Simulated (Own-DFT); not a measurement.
# How strain changes the stress of wurtzite AlN, 72 atoms (Al36N36)

Calculated results; nothing here was measured. The program, named Own-DFT, is a retired in-house plane-wave density functional code that no person has reviewed. Each row is one single-point run on a periodic cell that was not relaxed, without spin or spin-orbit coupling.

Settings of every run: PBE; PseudoDojo norm-conserving scalar-relativistic files; cutoff 42 hartree; 4 x 4 x 3 k mesh centred on Gamma; Gaussian smearing of 0.01 eV.

Known limits: k mesh not checked against a denser one; stress not checked against mesh or cutoff.

Unstrained cell vectors in Å: (9.336, 0.000, 0.000); (-4.668, 8.085, 0.000); (0.000, 0.000, 9.964). The unstrained cell has measured lattice constants (interpolated for alloys), not those of this functional. That, the random moves and any unrelaxed bonds set the pressure at no strain. Each run strains this cell uniformly, with the atoms carried along. Every atom was also moved at random, by a Gaussian of width 0.05 Å on each axis. Strain is the symmetric tensor, in per cent. Stress is positive in tension, and the pressure is minus a third of its trace.

| run | e_xx (%) | e_yy (%) | e_zz (%) | e_yz (%) | e_xz (%) | e_xy (%) | s_xx (GPa) | s_yy (GPa) | s_zz (GPa) | s_yz (GPa) | s_xz (GPa) | s_xy (GPa) | P (GPa) | E (meV/atom) |
|---|---|---|---|---|---|---|---|---|---|---|---|---|---|---|
| 1 | -1.48 | -1.96 | 1.01 | -1.41 | -1.28 | -0.44 | -14.40 | -17.45 | -2.71 | -4.23 | -4.09 | -2.98 | 11.52 | 45.4 |
| 2 | -0.24 | 0.33 | 1.79 | -0.55 | -1.17 | 1.51 | -6.40 | -2.96 | 2.91 | -1.34 | -4.61 | 3.91 | 2.15 | 28.6 |
| 3 | 1.84 | -1.50 | 1.43 | -1.71 | -1.55 | 0.81 | 0.78 | -10.88 | 1.73 | -3.70 | -3.85 | 3.59 | 2.79 | 40.0 |
| 4 | 1.81 | 1.90 | 1.45 | 1.73 | 0.87 | 0.20 | 5.17 | 6.30 | 3.59 | 4.10 | 2.13 | 0.90 | -5.02 | 0.0 |
| 5 | -1.04 | -0.90 | 0.89 | -0.85 | 1.69 | 1.84 | -11.73 | -10.83 | -3.55 | -2.74 | 4.50 | 8.15 | 8.70 | 38.3 |
| 6 | 0.15 | -1.94 | -1.25 | 0.38 | -1.97 | 1.87 | -7.75 | -16.13 | -15.35 | -1.08 | -4.92 | 7.22 | 13.08 | 60.1 |
| 7 | -0.35 | -0.91 | -1.68 | 0.04 | 0.08 | -1.23 | -9.83 | -12.78 | -13.87 | -0.01 | -0.03 | -4.06 | 12.16 | 40.0 |
| 8 | 1.24 | -0.95 | 0.45 | -0.22 | 0.90 | 1.67 | -1.66 | -6.17 | -4.25 | -0.37 | 2.82 | 5.92 | 4.03 | 21.9 |
| 9 | 0.29 | 1.54 | 1.27 | -0.56 | -0.07 | -1.43 | -0.85 | 2.81 | 0.15 | -1.10 | -0.21 | -4.36 | -0.70 | 16.3 |
| 10 | 1.31 | -0.58 | -0.34 | 1.54 | 1.53 | 1.28 | 0.90 | -7.61 | -7.77 | 3.82 | 3.78 | 4.82 | 4.83 | 27.5 |
| 11 | 0.72 | -0.33 | -1.51 | -0.57 | -0.50 | -0.22 | -3.20 | -10.44 | -10.64 | -1.76 | -1.24 | -0.15 | 8.10 | 47.5 |
| 12 | -1.24 | 1.40 | -1.50 | 0.24 | -1.66 | -1.70 | -12.81 | -2.53 | -10.77 | 0.29 | -4.75 | -7.37 | 8.70 | 38.2 |
| 13 | 0.32 | -1.16 | -1.18 | 0.66 | -1.99 | -0.77 | -6.06 | -13.90 | -11.60 | 1.38 | -5.33 | -2.20 | 10.52 | 50.0 |
| 14 | -0.86 | -1.89 | -1.06 | -1.34 | 1.93 | -0.17 | -13.99 | -16.26 | -12.74 | -3.86 | 3.41 | -1.62 | 14.33 | 52.8 |
| 15 | 0.86 | 1.82 | 0.66 | -0.96 | 1.76 | -1.39 | 0.38 | 2.88 | 0.33 | -2.38 | 4.85 | -3.48 | -1.20 | 22.6 |
| 16 | -1.67 | 0.68 | 1.02 | 1.65 | 0.23 | -0.67 | -14.43 | -3.44 | -0.91 | 3.89 | 1.03 | -2.51 | 6.26 | 47.0 |
| 17 | 0.36 | -0.33 | 1.09 | -1.84 | 1.72 | -0.22 | -3.68 | -6.53 | -0.79 | -4.01 | 4.17 | -0.35 | 3.67 | 32.3 |
| 18 | 1.86 | -1.93 | -1.19 | 0.75 | -0.56 | -0.99 | ? | ? | ? | ? | ? | ? | ? | ? |

E is the free energy for each atom above the lowest run shown.

## Worked fit

Each stress component was fitted by least squares to a constant and the strains of the runs shown, as fractions, with shears doubled. Shear strains stay in the fit of a normal stress only where such slopes are resolved. The slopes, in GPa:

| stress | at no strain | per e_xx | per e_yy | per e_zz | scatter |
|---|---|---|---|---|---|
| s_xx | -6.2 | 508 ± 22 | 105 ± 19 | 49 ± 20 | 0.96 |
| s_yy | -6.4 | 110 ± 27 | 468 ± 23 | 110 ± 25 | 1.17 |
| s_zz | -5.5 | 48 ± 26 | 103 ± 22 | 448 ± 24 | 1.13 |

Each shear stress against twice its own strain: yz 121 ± 7, xz 130 ± 6, xy 178 ± 15 GPa. These are stiffnesses along x, y and z of the frame in which the cell vectors are given, which need not be the crystal's axes. The atoms are held to the strained lattice; where symmetry lets them move under strain, relaxing them would lower some slopes. The table should be nearly symmetric about its diagonal, and what it lacks of that shows the noise. A ninth of its sum, 217 ± 3 GPa, estimates the bulk modulus near the mean pressure of these runs, 6.1 GPa, so it lies above the value at zero pressure.

## Withheld run

Question: what normal stresses and pressure should run 18 give?

The fit gives s_xx = 0.6, s_yy = -14.7, s_zz = -11.9 and P = 8.7 GPa. The calculation gave -1.26, -14.54, -11.66 and P = 9.15 GPa.
